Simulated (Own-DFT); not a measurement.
# How strain changes the stress of 2H SiC, 72 atoms (C36Si36)

All numbers below are calculated, not measured. They come from Own-DFT, an in-house plane-wave density functional program, since retired, whose code no person has reviewed. Each row is one single-point run on a periodic cell that was not relaxed, without spin or spin-orbit coupling.

Settings of every run: PBE; PseudoDojo norm-conserving scalar-relativistic files; cutoff 42 hartree; 4 x 4 x 3 k mesh centred on Gamma; Fermi-Dirac smearing of 0.1 eV.

Known limits: forces on such cells passed a denser k mesh, each cell not checked; stress not checked against mesh or cutoff.

Unstrained cell vectors in Å: (9.248, 0.000, 0.000); (-4.624, 8.009, 0.000); (0.000, 0.000, 10.068). The unstrained cell has measured lattice constants (interpolated for alloys), not those of this functional. That, the random moves and any unrelaxed bonds set the pressure at no strain. Each run strains this cell uniformly, with the atoms carried along. Every atom was also moved at random, by a Gaussian of width 0.05 Å on each axis. Strain is the symmetric tensor, in per cent. Stress is positive in tension, and the pressure is minus a third of its trace.

| run | e_xx (%) | e_yy (%) | e_zz (%) | e_yz (%) | e_xz (%) | e_xy (%) | s_xx (GPa) | s_yy (GPa) | s_zz (GPa) | s_yz (GPa) | s_xz (GPa) | s_xy (GPa) | P (GPa) | E (meV/atom) |
|---|---|---|---|---|---|---|---|---|---|---|---|---|---|---|
| 1 | 1.94 | 1.96 | -0.97 | 1.47 | 1.88 | 0.53 | 7.07 | 6.41 | -11.77 | 4.68 | 5.73 | 2.48 | -0.57 | 15.3 |
| 2 | -1.22 | -1.93 | 1.52 | -0.59 | 0.22 | -1.62 | -11.01 | -17.51 | 0.33 | -2.25 | 0.45 | -6.98 | 9.40 | 14.7 |
| 3 | -0.58 | 1.55 | -1.40 | -0.28 | 0.63 | -0.23 | -7.08 | 1.79 | -12.74 | -1.08 | 1.90 | -0.75 | 6.01 | 1.5 |
| 4 | -1.87 | 1.15 | 0.70 | 0.87 | -0.04 | -1.28 | -16.15 | 2.21 | -4.19 | 3.16 | 1.29 | -6.03 | 6.05 | 24.6 |
| 5 | -0.11 | -1.72 | 0.38 | -0.92 | 0.69 | 1.31 | -7.33 | -13.23 | -6.32 | -3.40 | 2.58 | 6.73 | 8.96 | 20.2 |
| 6 | 0.39 | 0.73 | -0.24 | -0.68 | -0.67 | -0.08 | -3.38 | -1.52 | -7.16 | -2.54 | -2.49 | -0.14 | 4.02 | 21.7 |
| 7 | 0.92 | 0.38 | 0.97 | 0.72 | -0.96 | 1.78 | 1.56 | -1.04 | -2.27 | 0.86 | -2.41 | 7.64 | 0.58 | 18.4 |
| 8 | -0.96 | -1.04 | -0.23 | -0.65 | -1.96 | -1.39 | -10.10 | -11.83 | -10.58 | -2.65 | -4.67 | -6.73 | 10.83 | 37.6 |
| 9 | -1.76 | 1.98 | 1.34 | 0.63 | 1.21 | 1.74 | -12.83 | 5.88 | -0.95 | 1.49 | 4.98 | 8.93 | 2.63 | 23.7 |
| 10 | -1.84 | 0.90 | -1.22 | -0.88 | -0.06 | 1.37 | -15.05 | -3.21 | -14.25 | -2.14 | -0.34 | 7.29 | 10.84 | 33.5 |
| 11 | -0.50 | 0.77 | 0.63 | 0.51 | 0.17 | 1.87 | -8.00 | -2.58 | -1.09 | 0.99 | 0.10 | 8.35 | 3.89 | 10.6 |
| 12 | -1.16 | 0.94 | -0.24 | 1.59 | 1.58 | 1.09 | -9.29 | -0.63 | -9.34 | 5.54 | 3.83 | 3.97 | 6.42 | 19.5 |
| 13 | -1.44 | 0.12 | -1.03 | 0.26 | 1.12 | 0.76 | -12.75 | -5.99 | -14.89 | 0.85 | 4.27 | 3.30 | 11.21 | 22.3 |
| 14 | -1.36 | 0.88 | 0.07 | -0.79 | 1.21 | 1.85 | -10.54 | -2.09 | -7.68 | -3.31 | 3.93 | 8.89 | 6.77 | 19.6 |
| 15 | 0.43 | -1.29 | -0.27 | 0.20 | 0.30 | 1.75 | -3.90 | -12.11 | -8.72 | 0.71 | 0.16 | 7.88 | 8.24 | 20.8 |
| 16 | 1.69 | 1.49 | 0.36 | 1.52 | -0.35 | -0.46 | 6.57 | 3.73 | -2.83 | 4.17 | -1.12 | -2.02 | -2.49 | 0.0 |
| 17 | 0.84 | -0.69 | -0.46 | 1.34 | -0.18 | 1.46 | ? | ? | ? | ? | ? | ? | ? | ? |

E is the free energy for each atom above the lowest run shown.

## Worked fit

Each stress component was fitted by least squares to a constant and the strains of the runs shown, as fractions, with shears doubled. Shear strains stay in the fit of a normal stress only where such slopes are resolved. The slopes, in GPa:

| stress | at no strain | per e_xx | per e_yy | per e_zz | scatter |
|---|---|---|---|---|---|
| s_xx | -4.7 | 558 ± 23 | 61 ± 23 | 31 ± 33 | 1.11 |
| s_yy | -5.3 | 67 ± 23 | 558 ± 23 | 70 ± 33 | 1.09 |
| s_zz | -7.2 | 61 ± 27 | 47 ± 26 | 551 ± 38 | 1.26 |

Each shear stress against twice its own strain: yz 172 ± 8, xz 145 ± 13, xy 227 ± 5 GPa. These are stiffnesses along x, y and z of the frame in which the cell vectors are given, which need not be the crystal's axes. The atoms are held to the strained lattice; where symmetry lets them move under strain, relaxing them would lower some slopes. The table should be nearly symmetric about its diagonal, and what it lacks of that shows the noise. A ninth of its sum, 223 ± 4 GPa, estimates the bulk modulus near the mean pressure of these runs, 5.8 GPa, so it lies above the value at zero pressure.

## Withheld run

Question: what normal stresses and pressure should run 17 give?

The fit gives s_xx = -0.5, s_yy = -8.9, s_zz = -9.5 and P = 6.3 GPa. The calculation gave 1.24, -8.07, -10.67 and P = 5.83 GPa.
